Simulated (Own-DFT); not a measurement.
# Computed records: GaP (zincblende, strained, atoms displaced), SiC (2H silicon carbide, atoms displaced), GaP (zincblende, atoms displaced)

Computed with Own-DFT development build. A calculation, not a measurement: plane-wave PBE density functional theory by an unreviewed code, no spin, of a simulated periodic cell, stress positive in tension, free energy of the whole cell less one offset for each atom, forces on such cells passed a denser k mesh, this cell's mesh not checked; offsets are fitted by least squares, one for each functional and potential file, so energies compare only between cells with the same atoms and settings and are not formation energies; the far tail of each file's local potential was reset to the Coulomb form; each entry is a single point on an unrelaxed cell, so the pressure reflects the starting lattice, mostly measured values (interpolated for alloys), from which strain is counted, and rises with the displacements; printed positions are rounded, which can move forces by about a meV/angstrom; the program, named Own-DFT, is a retired in-house code; no spin-orbit coupling.

Common to all runs: functional PBE; potential files PseudoDojo norm-conserving, scalar-relativistic, standard set; wave cutoff 42 hartree; occupations Fermi-Dirac; smearing width 0.1 eV.

(1) 
```cif
# cell vector a (Å): 10.8620 0.0000 0.0000
# cell vector b (Å): 0.0000 10.8620 0.0000
# cell vector c (Å): 0.0000 0.0000 10.9361
data_GaP
_symmetry_space_group_name_H-M 'P 1'
_symmetry_Int_Tables_number 1
_cell_length_a 10.8620
_cell_length_b 10.8620
_cell_length_c 10.9361
_cell_angle_alpha 90.000
_cell_angle_beta 90.000
_cell_angle_gamma 90.000
_cell_volume 1290.27
loop_
_atom_site_label
_atom_site_type_symbol
_atom_site_fract_x
_atom_site_fract_y
_atom_site_fract_z
_atom_site_occupancy
Ga1 Ga 0.00048 0.99215 0.00152 1
Ga2 Ga 0.00081 0.25597 0.25586 1
Ga3 Ga 0.25030 0.99831 0.25220 1
Ga4 Ga 0.24811 0.25644 0.99728 1
P1 P 0.12864 0.12778 0.12649 1
P2 P 0.12917 0.37188 0.37511 1
P3 P 0.37344 0.12269 0.36896 1
P4 P 0.37496 0.37665 0.12672 1
Ga5 Ga 0.99779 0.99452 0.50696 1
Ga6 Ga 0.99704 0.24673 0.75062 1
Ga7 Ga 0.25619 0.99948 0.74744 1
Ga8 Ga 0.25227 0.25215 0.50162 1
P5 P 0.12641 0.12391 0.62913 1
P6 P 0.12255 0.37311 0.87698 1
P7 P 0.37962 0.13127 0.87331 1
P8 P 0.37151 0.37172 0.63122 1
Ga9 Ga 0.00094 0.50140 0.00266 1
Ga10 Ga 0.01006 0.74836 0.24203 1
Ga11 Ga 0.24517 0.49413 0.24877 1
Ga12 Ga 0.24577 0.75133 0.98829 1
P9 P 0.12506 0.62043 0.12372 1
P10 P 0.12576 0.87867 0.37331 1
P11 P 0.37186 0.62044 0.37581 1
P12 P 0.38177 0.87684 0.12241 1
Ga13 Ga 0.99267 0.50685 0.50080 1
Ga14 Ga 0.00026 0.74683 0.74862 1
Ga15 Ga 0.25587 0.49732 0.74583 1
Ga16 Ga 0.25127 0.75190 0.50031 1
P13 P 0.12617 0.62996 0.63006 1
P14 P 0.12175 0.86850 0.87548 1
P15 P 0.37643 0.63040 0.87534 1
P16 P 0.37753 0.88567 0.62201 1
Ga17 Ga 0.49916 0.00023 0.99754 1
Ga18 Ga 0.49879 0.25449 0.26057 1
Ga19 Ga 0.75533 0.99657 0.24500 1
Ga20 Ga 0.74504 0.26188 0.99358 1
P17 P 0.62535 0.11914 0.12990 1
P18 P 0.63078 0.37759 0.37244 1
P19 P 0.87818 0.13321 0.37172 1
P20 P 0.87467 0.37570 0.12463 1
Ga21 Ga 0.49356 0.99984 0.49808 1
Ga22 Ga 0.49758 0.25286 0.74748 1
Ga23 Ga 0.75854 0.00422 0.74825 1
Ga24 Ga 0.74468 0.25519 0.50142 1
P21 P 0.62164 0.12302 0.62071 1
P22 P 0.62772 0.37784 0.87165 1
P23 P 0.86972 0.12300 0.87154 1
P24 P 0.87639 0.38059 0.62524 1
Ga25 Ga 0.49996 0.49171 0.00812 1
Ga26 Ga 0.50308 0.74678 0.24608 1
Ga27 Ga 0.74566 0.49981 0.25216 1
Ga28 Ga 0.74468 0.74514 0.00381 1
P25 P 0.62720 0.62356 0.12732 1
P26 P 0.62573 0.87671 0.36916 1
P27 P 0.87799 0.63034 0.37000 1
P28 P 0.87193 0.87689 0.12292 1
Ga29 Ga 0.49845 0.49958 0.50183 1
Ga30 Ga 0.50444 0.75607 0.74707 1
Ga31 Ga 0.75458 0.50393 0.75131 1
Ga32 Ga 0.74061 0.74971 0.50378 1
P29 P 0.62314 0.62747 0.62404 1
P30 P 0.61895 0.86892 0.87711 1
P31 P 0.87316 0.62644 0.88250 1
P32 P 0.87370 0.87358 0.62654 1
_calc_hardware 'one NVIDIA H100'
_calc_k_mesh '3 x 3 x 3 centred on Gamma'
_calc_free_energy_of_cell_above_offsets '-33.790'  # eV
_calc_pressure 3.5  # GPa
_calc_stress_xx -3.68  # GPa
_calc_stress_yy -3.64  # GPa
_calc_stress_zz -3.18  # GPa
_calc_stress_yz 0.29  # GPa
_calc_stress_xz 0.24  # GPa
_calc_stress_xy -0.06  # GPa
_calc_wall_time 508.2  # s
```

Force:
```csv
element,x (eV/Å),y (eV/Å),z (eV/Å)
Ga,0.11,1.136,-0.159
Ga,0.183,-0.373,-0.993
Ga,0.12,-0.01,-0.962
Ga,0.384,-0.738,0.359
P,-0.484,-0.232,-0.22
P,-0.617,0.767,0.81
P,-0.033,0.598,1.073
P,-0.188,-0.726,0.329
Ga,0.188,0.935,-0.822
Ga,0.114,0.189,-0.002
Ga,-0.635,0.404,0.938
Ga,-0.169,-0.845,-0.175
P,-0.105,0.029,-0.425
P,-0.09,0.654,-0.694
P,-0.601,-0.48,0.369
P,0.714,0.278,-1.26
Ga,-0.328,-0.406,-0.221
Ga,-0.805,0.604,0.462
Ga,0.389,0.536,0.147
Ga,0.789,-0.355,1.596
P,0.82,0.392,-0.398
P,-0.216,-0.553,0.355
P,0.16,0.383,-0.293
P,-1.25,-0.578,0.083
Ga,1.012,-0.038,-0.31
Ga,-0.613,0.161,0.526
Ga,-0.886,0.821,1.204
Ga,-0.027,0.151,-0.052
P,0.226,-0.792,-0.783
P,0.028,1.23,-0.895
P,0.469,-0.977,-0.394
P,-0.276,-1.689,0.283
Ga,0.305,0.438,0.112
Ga,0.307,-0.559,-1.092
Ga,-0.115,0.862,0.877
Ga,0.517,-1.646,1.074
P,-0.187,1.235,-0.683
P,-1.097,0.045,0.911
P,-0.599,-1.103,0.962
P,-0.089,0.113,0.155
Ga,1.014,0.489,-0.974
Ga,0.921,-0.435,0.195
Ga,-1.55,-0.782,-0.133
Ga,0.716,-0.515,0.026
P,0.221,0.254,0.325
P,-0.991,0.494,-0.452
P,0.797,0.663,1.21
P,-0.24,-0.589,0.11
Ga,0.286,1.132,-0.952
Ga,-0.5,0.166,0.469
Ga,1.223,0.452,-0.446
Ga,0.22,0.675,-0.274
P,-0.465,-0.571,-0.097
P,-0.204,-0.113,0.611
P,-0.596,0.085,0.27
P,0.588,-1.141,-0.084
Ga,0.002,-0.232,-0.103
Ga,-0.87,-0.384,-0.16
Ga,-0.22,0.231,-0.054
Ga,0.891,0.425,-0.984
P,-0.107,-0.694,0.493
P,1.292,1.034,-0.125
P,0.355,0.032,-0.612
P,-0.21,-0.535,-0.05
```

(2) 
```cif
# cell vector a (Å): 10.8620 0.0000 0.0000
# cell vector b (Å): 0.0000 10.8620 0.0000
# cell vector c (Å): 0.0000 0.0000 10.9361
data_GaP
_symmetry_space_group_name_H-M 'P 1'
_symmetry_Int_Tables_number 1
_cell_length_a 10.8620
_cell_length_b 10.8620
_cell_length_c 10.9361
_cell_angle_alpha 90.000
_cell_angle_beta 90.000
_cell_angle_gamma 90.000
_cell_volume 1290.27
loop_
_atom_site_label
_atom_site_type_symbol
_atom_site_fract_x
_atom_site_fract_y
_atom_site_fract_z
_atom_site_occupancy
Ga1 Ga 0.99479 0.00196 0.00377 1
Ga2 Ga 0.00675 0.24935 0.24990 1
Ga3 Ga 0.24758 0.99807 0.24876 1
Ga4 Ga 0.25036 0.24794 0.99963 1
P1 P 0.13037 0.12893 0.12021 1
P2 P 0.12555 0.37391 0.37477 1
P3 P 0.37601 0.12111 0.37248 1
P4 P 0.37740 0.37861 0.12657 1
Ga5 Ga 0.00068 0.00474 0.49663 1
Ga6 Ga 0.99954 0.25075 0.74992 1
Ga7 Ga 0.24470 0.99864 0.74972 1
Ga8 Ga 0.24551 0.25088 0.49786 1
P5 P 0.12698 0.12139 0.62505 1
P6 P 0.13075 0.37225 0.86479 1
P7 P 0.37164 0.12000 0.88188 1
P8 P 0.37234 0.38164 0.62204 1
Ga9 Ga 0.01055 0.50529 0.00437 1
Ga10 Ga 0.99325 0.75781 0.24431 1
Ga11 Ga 0.23765 0.49742 0.25423 1
Ga12 Ga 0.25790 0.75354 0.99740 1
P9 P 0.12448 0.62882 0.12937 1
P10 P 0.11808 0.87419 0.37663 1
P11 P 0.37937 0.62976 0.38069 1
P12 P 0.37286 0.86648 0.12518 1
Ga13 Ga 0.99747 0.51020 0.50477 1
Ga14 Ga 0.99666 0.75412 0.75095 1
Ga15 Ga 0.24676 0.49646 0.75814 1
Ga16 Ga 0.24545 0.75073 0.49680 1
P13 P 0.12423 0.62213 0.61223 1
P14 P 0.12085 0.87434 0.87534 1
P15 P 0.37512 0.63218 0.87585 1
P16 P 0.37695 0.87019 0.62696 1
Ga17 Ga 0.50493 0.99900 0.00280 1
Ga18 Ga 0.49994 0.25713 0.24734 1
Ga19 Ga 0.75575 0.00117 0.24903 1
Ga20 Ga 0.75532 0.24273 0.00546 1
P17 P 0.61218 0.12019 0.12994 1
P18 P 0.62185 0.37567 0.37501 1
P19 P 0.87687 0.11994 0.37680 1
P20 P 0.88301 0.37052 0.13005 1
Ga21 Ga 0.49734 0.00028 0.49758 1
Ga22 Ga 0.50663 0.24634 0.75098 1
Ga23 Ga 0.75098 0.99248 0.75404 1
Ga24 Ga 0.75016 0.25586 0.49822 1
P21 P 0.62286 0.12315 0.63343 1
P22 P 0.61746 0.37622 0.87121 1
P23 P 0.87671 0.11525 0.87603 1
P24 P 0.87571 0.37928 0.62349 1
Ga25 Ga 0.50064 0.49514 0.99384 1
Ga26 Ga 0.49247 0.74666 0.24639 1
Ga27 Ga 0.74507 0.50037 0.24781 1
Ga28 Ga 0.75140 0.75029 0.00021 1
P25 P 0.61924 0.62232 0.12987 1
P26 P 0.62445 0.88080 0.37041 1
P27 P 0.87745 0.62256 0.38073 1
P28 P 0.86874 0.87273 0.12894 1
Ga29 Ga 0.50869 0.50644 0.50243 1
Ga30 Ga 0.50311 0.75238 0.74819 1
Ga31 Ga 0.75480 0.49890 0.74879 1
Ga32 Ga 0.75153 0.74585 0.50081 1
P29 P 0.62838 0.62608 0.62314 1
P30 P 0.62068 0.87532 0.86445 1
P31 P 0.88090 0.62237 0.87435 1
P32 P 0.87308 0.86932 0.61706 1
_calc_hardware 'one NVIDIA H100'
_calc_k_mesh '3 x 3 x 3 centred on Gamma'
_calc_free_energy_of_cell_above_offsets '-33.151'  # eV
_calc_pressure 3.64  # GPa
_calc_stress_xx -3.76  # GPa
_calc_stress_yy -3.83  # GPa
_calc_stress_zz -3.32  # GPa
_calc_stress_yz -0.2  # GPa
_calc_stress_xz -0.67  # GPa
_calc_stress_xy -0.11  # GPa
_calc_wall_time 516.5  # s
```

Force:
```csv
element,x (eV/Å),y (eV/Å),z (eV/Å)
Ga,0.815,-0.595,0.329
Ga,-0.186,-0.529,0.375
Ga,0.097,-0.174,0.058
Ga,0.629,0.797,-0.229
P,-0.809,-0.807,0.608
P,-1.021,0.054,0.789
P,-0.406,0.798,-0.044
P,-1.01,0.138,-0.348
Ga,-0.01,-0.715,0.783
Ga,-0.215,-0.488,-0.333
Ga,0.792,-0.334,0.297
Ga,0.88,-0.219,0.195
P,-0.497,0.626,-0.149
P,-1.115,-0.414,2.016
P,0.503,0.114,-0.81
P,0.551,-0.656,0.336
Ga,-0.488,-0.942,-0.554
Ga,0.5,-1.116,1.141
Ga,1.663,0.718,-0.179
Ga,-1.346,-0.282,0.019
P,0.46,0.562,-0.255
P,0.443,0.283,-0.652
P,-0.779,-0.758,-0.494
P,0.297,1.463,-0.013
Ga,0.007,-1.645,-0.812
Ga,0.383,-0.554,-0.785
Ga,1.038,1.447,-1.669
Ga,0.603,0.175,0.163
P,0.729,0.851,2.49
P,0.165,0.105,0.409
P,0.305,-1.026,-0.494
P,-0.765,0.626,-0.476
Ga,-1.016,-0.8,-0.548
Ga,-0.484,-0.605,0.569
Ga,-1.07,0.264,0.307
Ga,-0.761,0.32,-0.192
P,1.942,0.661,0.038
P,0.358,0.088,-0.028
P,-0.21,1.325,-0.464
P,-0.687,0.686,-0.663
Ga,0.32,-0.141,0.519
Ga,-1.789,0.295,-0.015
Ga,0.364,0.342,-1.126
Ga,-0.201,-0.795,0.341
P,0.902,-0.282,-1.264
P,1.839,-0.414,0.334
P,-0.357,1.084,-0.384
P,0.22,-0.608,0.026
Ga,-0.448,0.882,0.62
Ga,0.712,0.314,0.789
Ga,0.846,-0.242,0.44
Ga,-0.737,-0.525,-0.428
P,0.437,0.194,-1.167
P,0.085,-0.955,0.254
P,-0.722,0.456,-1.572
P,0.155,0.701,-1.089
Ga,-1.027,-0.539,-0.156
Ga,-0.466,-0.878,-0.425
Ga,-0.628,0.181,0.384
Ga,-0.616,0.473,-0.914
P,0.246,0.073,0.91
P,0.596,-0.184,1.951
P,-0.399,0.099,0.417
P,0.381,1.025,0.824
```

(3) 
```cif
# cell vector a (Å): 9.2481 0.0000 0.0000
# cell vector b (Å): -4.6241 8.0091 0.0000
# cell vector c (Å): 0.0000 0.0000 10.0681
data_SiC
_symmetry_space_group_name_H-M 'P 1'
_symmetry_Int_Tables_number 1
_cell_length_a 9.2481
_cell_length_b 9.2481
_cell_length_c 10.0681
_cell_angle_alpha 90.000
_cell_angle_beta 90.000
_cell_angle_gamma 120.000
_cell_volume 745.73
loop_
_atom_site_label
_atom_site_type_symbol
_atom_site_fract_x
_atom_site_fract_y
_atom_site_fract_z
_atom_site_occupancy
Si1 Si 0.00004 0.99669 0.00886 1
Si2 Si 0.11264 0.21725 0.24677 1
C1 C 0.00102 0.99888 0.19048 1
C2 C 0.11274 0.24386 0.43921 1
Si3 Si 0.99967 0.99275 0.49450 1
Si4 Si 0.11965 0.22729 0.75291 1
C3 C 0.99686 0.00828 0.69233 1
C4 C 0.11155 0.22132 0.94025 1
Si5 Si 0.99811 0.32162 0.00444 1
Si6 Si 0.12027 0.56783 0.24033 1
C5 C 0.00160 0.33137 0.18756 1
C6 C 0.11170 0.55673 0.43876 1
Si7 Si 0.00504 0.32733 0.49560 1
Si8 Si 0.10541 0.55413 0.74724 1
C7 C 0.00052 0.33859 0.69492 1
C8 C 0.10728 0.55843 0.93275 1
Si9 Si 0.99637 0.66597 0.99248 1
Si10 Si 0.11883 0.89246 0.24701 1
C9 C 0.99811 0.65358 0.18177 1
C10 C 0.11359 0.89094 0.43748 1
Si11 Si 0.99514 0.66975 0.48700 1
Si12 Si 0.12142 0.89352 0.75196 1
C11 C 0.99745 0.66943 0.69008 1
C12 C 0.11862 0.89677 0.94068 1
Si13 Si 0.33459 0.00002 0.99623 1
Si14 Si 0.44262 0.22981 0.25411 1
C13 C 0.33409 0.00768 0.19506 1
C14 C 0.44991 0.23285 0.43885 1
Si15 Si 0.35366 0.01400 0.49859 1
Si16 Si 0.43840 0.21850 0.75181 1
C15 C 0.32775 0.00467 0.69356 1
C16 C 0.44666 0.21818 0.93726 1
Si17 Si 0.32594 0.32451 0.99566 1
Si18 Si 0.44313 0.55378 0.25237 1
C17 C 0.33448 0.33748 0.19180 1
C18 C 0.45946 0.56455 0.44289 1
Si19 Si 0.34913 0.34453 0.50617 1
Si20 Si 0.45287 0.56763 0.75205 1
C19 C 0.33337 0.32888 0.68564 1
C20 C 0.44809 0.55591 0.94679 1
Si21 Si 0.33903 0.66310 0.98780 1
Si22 Si 0.44981 0.89336 0.24573 1
C21 C 0.33602 0.66336 0.18742 1
C22 C 0.44033 0.87915 0.43479 1
Si23 Si 0.33501 0.67465 0.49008 1
Si24 Si 0.43725 0.88896 0.75257 1
C23 C 0.34450 0.65861 0.68442 1
C24 C 0.44126 0.88125 0.94412 1
Si25 Si 0.66859 0.00050 0.00172 1
Si26 Si 0.77531 0.22085 0.25097 1
C25 C 0.66789 0.99672 0.17173 1
C26 C 0.77899 0.22454 0.44762 1
Si27 Si 0.67913 0.00373 0.50668 1
Si28 Si 0.78051 0.22437 0.74726 1
C27 C 0.67289 0.00209 0.67699 1
C28 C 0.77596 0.22077 0.93140 1
Si29 Si 0.67295 0.32662 0.99249 1
Si30 Si 0.77574 0.55894 0.24098 1
C29 C 0.68076 0.33964 0.18790 1
C30 C 0.79452 0.56217 0.42327 1
Si31 Si 0.67080 0.33981 0.48302 1
Si32 Si 0.77417 0.55109 0.74253 1
C31 C 0.66612 0.33713 0.69254 1
C32 C 0.78258 0.55132 0.93519 1
Si33 Si 0.66109 0.66040 0.99409 1
Si34 Si 0.76952 0.87573 0.24759 1
C33 C 0.68190 0.67511 0.19013 1
C34 C 0.77514 0.88830 0.43563 1
Si35 Si 0.66583 0.67684 0.49697 1
Si36 Si 0.78428 0.89898 0.75462 1
C35 C 0.66671 0.65888 0.68580 1
C36 C 0.77388 0.88916 0.93783 1
_calc_hardware 'one NVIDIA H100'
_calc_k_mesh '4 x 4 x 3 centred on Gamma'
_calc_free_energy_of_cell_above_offsets '-4.041'  # eV
_calc_pressure 6.23  # GPa
_calc_stress_xx -7.2  # GPa
_calc_stress_yy -5.55  # GPa
_calc_stress_zz -5.94  # GPa
_calc_stress_yz -0.17  # GPa
_calc_stress_xz 0.06  # GPa
_calc_stress_xy 0.72  # GPa
_calc_wall_time 350.3  # s
```

Force:
```csv
element,x (eV/Å),y (eV/Å),z (eV/Å)
Si,-0.301,0.163,-1.913
Si,-1.293,1.607,1.473
C,-0.164,-0.701,0.466
C,6.737,-4.758,-2.219
Si,-0.856,2.403,1.411
Si,-1.796,-0.146,-0.786
C,2.171,-0.733,-1.095
C,0.105,-0.904,-0.159
Si,-1.376,2.226,-1.094
Si,0.288,-2.925,1.86
C,-0.015,-0.083,0.341
C,-0.046,0.194,-1.038
Si,-4.958,3.997,2.967
Si,0.967,0.86,-0.193
C,1.165,-1.158,-1.658
C,1.722,-1.002,0.678
Si,1.356,0.51,0.98
Si,-1.038,-1.719,0.498
C,-1.344,3.107,-0.518
C,1.094,1.011,-0.566
Si,3.239,0.36,2.711
Si,-3.891,-1.268,0.03
C,0.552,0.434,-1.469
C,-0.91,-1.13,-0.302
Si,0.453,-0.117,1.837
Si,1.636,-0.173,-1.3
C,1.482,0.001,-1.556
C,0.279,-0.679,-0.416
Si,-1.879,-2.142,0.33
Si,1.279,1.767,-0.135
C,2.853,-0.308,-2.043
C,-0.527,0.595,0.298
Si,1.587,1.201,1.478
Si,0.725,0.981,0.163
C,0.242,-0.656,-1.222
C,-2.552,-1.331,-1.795
Si,-2.492,-0.214,-0.921
Si,1.758,-2.696,0.189
C,0.073,1.374,1.737
C,-0.274,-1.878,-2.398
Si,-2.761,-0.424,2.493
Si,-0.344,-0.685,-0.16
C,0.348,1.428,-1.038
C,0.913,4.498,-0.372
Si,0.547,-3.318,2.254
Si,1.869,-0.522,-0.735
C,-4.27,2.511,-0.357
C,0.183,1.718,-1.541
Si,-0.622,-0.018,-3.487
Si,1.608,-0.053,0.124
C,-0.13,0.402,5.462
C,0.401,-0.968,-2.305
Si,-1.786,-0.415,-3.331
Si,-0.461,-0.018,-0.684
C,-1.294,-0.207,4.74
C,1.595,-1.348,0.773
Si,-1.564,1.377,1.391
Si,2.891,-0.555,0.478
C,-2.509,-1.268,-0.732
C,-4.048,-1.058,0.887
Si,0.743,1.029,3.008
Si,0.794,1.04,1.39
C,0.009,-1.877,-2.007
C,-2.168,0.088,-0.434
Si,2.476,1.227,1.218
Si,0.182,4.127,0.555
C,-2.756,-3.117,-2.399
C,0.788,1.002,-0.583
Si,3.067,-0.988,1.264
Si,-0.278,-1.651,-1.096
C,-0.529,2.332,0.027
C,1.056,-0.357,0.543
```

(4) 
```cif
# cell vector a (Å): 10.9010 0.0000 0.0000
# cell vector b (Å): 0.0000 10.9010 0.0000
# cell vector c (Å): 0.0000 0.0000 10.9010
data_GaP
_symmetry_space_group_name_H-M 'P 1'
_symmetry_Int_Tables_number 1
_cell_length_a 10.9010
_cell_length_b 10.9010
_cell_length_c 10.9010
_cell_angle_alpha 90.000
_cell_angle_beta 90.000
_cell_angle_gamma 90.000
_cell_volume 1295.39
loop_
_atom_site_label
_atom_site_type_symbol
_atom_site_fract_x
_atom_site_fract_y
_atom_site_fract_z
_atom_site_occupancy
Ga1 Ga 0.99266 0.98968 0.98743 1
Ga2 Ga 0.00619 0.24706 0.25484 1
Ga3 Ga 0.25175 0.00222 0.24796 1
Ga4 Ga 0.25992 0.25114 0.98079 1
P1 P 0.11533 0.14578 0.12405 1
P2 P 0.12674 0.37815 0.37897 1
P3 P 0.38584 0.10769 0.36762 1
P4 P 0.38720 0.38597 0.13511 1
Ga5 Ga 0.98690 0.00873 0.50165 1
Ga6 Ga 0.00785 0.24747 0.75344 1
Ga7 Ga 0.25535 0.01137 0.76000 1
Ga8 Ga 0.24093 0.24656 0.48591 1
P5 P 0.12745 0.12370 0.62649 1
P6 P 0.12177 0.39473 0.87164 1
P7 P 0.37142 0.11374 0.87559 1
P8 P 0.38186 0.34734 0.61781 1
Ga9 Ga 0.99842 0.50476 0.98954 1
Ga10 Ga 0.99425 0.74011 0.25402 1
Ga11 Ga 0.24749 0.48431 0.24198 1
Ga12 Ga 0.25295 0.74857 0.00644 1
P9 P 0.11965 0.62415 0.12491 1
P10 P 0.12303 0.89209 0.38176 1
P11 P 0.38236 0.61570 0.36841 1
P12 P 0.38603 0.87445 0.12635 1
Ga13 Ga 0.99911 0.50004 0.51299 1
Ga14 Ga 0.01703 0.75248 0.74070 1
Ga15 Ga 0.25523 0.50589 0.74634 1
Ga16 Ga 0.25974 0.75789 0.49953 1
P13 P 0.13133 0.62067 0.63826 1
P14 P 0.12205 0.86783 0.88772 1
P15 P 0.37697 0.61704 0.88757 1
P16 P 0.36981 0.87463 0.62588 1
Ga17 Ga 0.50940 0.00263 0.99057 1
Ga18 Ga 0.50383 0.23838 0.25006 1
Ga19 Ga 0.73752 0.01687 0.25710 1
Ga20 Ga 0.73633 0.24506 0.99459 1
P17 P 0.61185 0.13180 0.13474 1
P18 P 0.61017 0.37133 0.38823 1
P19 P 0.87164 0.11361 0.37064 1
P20 P 0.87049 0.36831 0.13433 1
Ga21 Ga 0.50266 0.98850 0.51240 1
Ga22 Ga 0.49990 0.24287 0.74821 1
Ga23 Ga 0.74078 0.00743 0.74400 1
Ga24 Ga 0.73061 0.24892 0.50165 1
P21 P 0.62097 0.12855 0.62276 1
P22 P 0.62495 0.36643 0.86552 1
P23 P 0.89036 0.13421 0.87550 1
P24 P 0.88259 0.37983 0.62350 1
Ga25 Ga 0.48633 0.51664 0.00464 1
Ga26 Ga 0.48907 0.76651 0.25431 1
Ga27 Ga 0.75799 0.49356 0.25135 1
Ga28 Ga 0.75868 0.75375 0.98009 1
P25 P 0.63934 0.62547 0.13080 1
P26 P 0.62634 0.87909 0.35473 1
P27 P 0.88041 0.63424 0.38503 1
P28 P 0.87053 0.86665 0.12017 1
Ga29 Ga 0.48495 0.50194 0.48773 1
Ga30 Ga 0.51683 0.75026 0.75189 1
Ga31 Ga 0.75908 0.48746 0.75859 1
Ga32 Ga 0.76294 0.77014 0.49204 1
P29 P 0.61949 0.63718 0.62592 1
P30 P 0.62060 0.87481 0.87278 1
P31 P 0.86295 0.65167 0.87121 1
P32 P 0.87324 0.86497 0.61610 1
_calc_k_mesh '3 x 3 x 3 centred on Gamma'
_calc_free_energy_of_cell_above_offsets '-24.573'  # eV
_calc_pressure 5.18  # GPa
_calc_stress_xx -5.16  # GPa
_calc_stress_yy -4.87  # GPa
_calc_stress_zz -5.51  # GPa
_calc_stress_yz -0.51  # GPa
_calc_stress_xz -0.02  # GPa
_calc_stress_xy 1.51  # GPa
```

Force:
```csv
element,x (eV/Å),y (eV/Å),z (eV/Å)
Ga,-0.148,0.86,2.049
Ga,-1.472,0.981,0.9
Ga,-0.802,0.171,-0.858
Ga,-1.25,1.604,2.086
P,2.146,-2.556,-1.854
P,-1.075,0.378,-0.14
P,-0.713,1.052,1.228
P,-0.023,-2.347,-1.401
Ga,0.967,-0.923,0.941
Ga,0.502,1.429,-0.863
Ga,-2.229,-2.697,-1.909
Ga,1.481,-1.307,0.625
P,-0.338,0.079,-0.221
P,1.137,-1.983,-0.659
P,2.309,1.777,0.778
P,-1.529,2.549,-0.306
Ga,-1.626,0.852,1.404
Ga,1.033,1.643,-0.514
Ga,-0.696,1.7,0.473
Ga,0.135,-0.213,0.455
P,0.547,-0.419,0.268
P,0.041,-1.54,-0.67
P,-2.573,2.243,-1.257
P,-1.943,1.308,-1.769
Ga,0.994,1.167,-1.157
Ga,-1.566,0.517,0.967
Ga,1.485,-1.695,0.532
Ga,-1.256,-1.147,-0.935
P,0.256,0.754,-2.587
P,1.424,0.496,-1.661
P,-1.593,2.739,-3.212
P,0.873,0.184,1.89
Ga,-0.602,-0.233,1.571
Ga,-2.111,2.699,2.055
Ga,0.721,-1.244,-2.046
Ga,1.165,0.115,0.871
P,2.304,-1.712,-3.372
P,1.217,0.326,-1.935
P,-0.02,2.673,0.706
P,0.7,-0.198,-1.549
Ga,0.283,0.198,-1.44
Ga,-0.065,-0.215,0.726
Ga,1.537,-0.553,0.493
Ga,2.331,0.537,-0.442
P,-0.294,-1.299,0.388
P,-0.989,0.885,1.023
P,-2.444,-1.121,0.087
P,-1.322,-2.043,0.694
Ga,3.747,-1.983,2.219
Ga,1.503,-2.833,0.126
Ga,-0.862,0.585,1.225
Ga,-3.489,2.235,4.518
P,-1.163,0.773,-0.86
P,-0.003,-0.203,2.971
P,-0.595,-2.006,0.037
P,-0.133,1.309,0.665
Ga,1.504,-0.878,3.158
Ga,-2.765,-0.064,0.185
Ga,-0.394,1.778,-0.716
Ga,-3.123,-2.034,-1.524
P,1.63,-2.102,-1.753
P,1.291,1.114,0.146
P,4.164,-4.921,-3.679
P,1.775,2.759,2.829
```
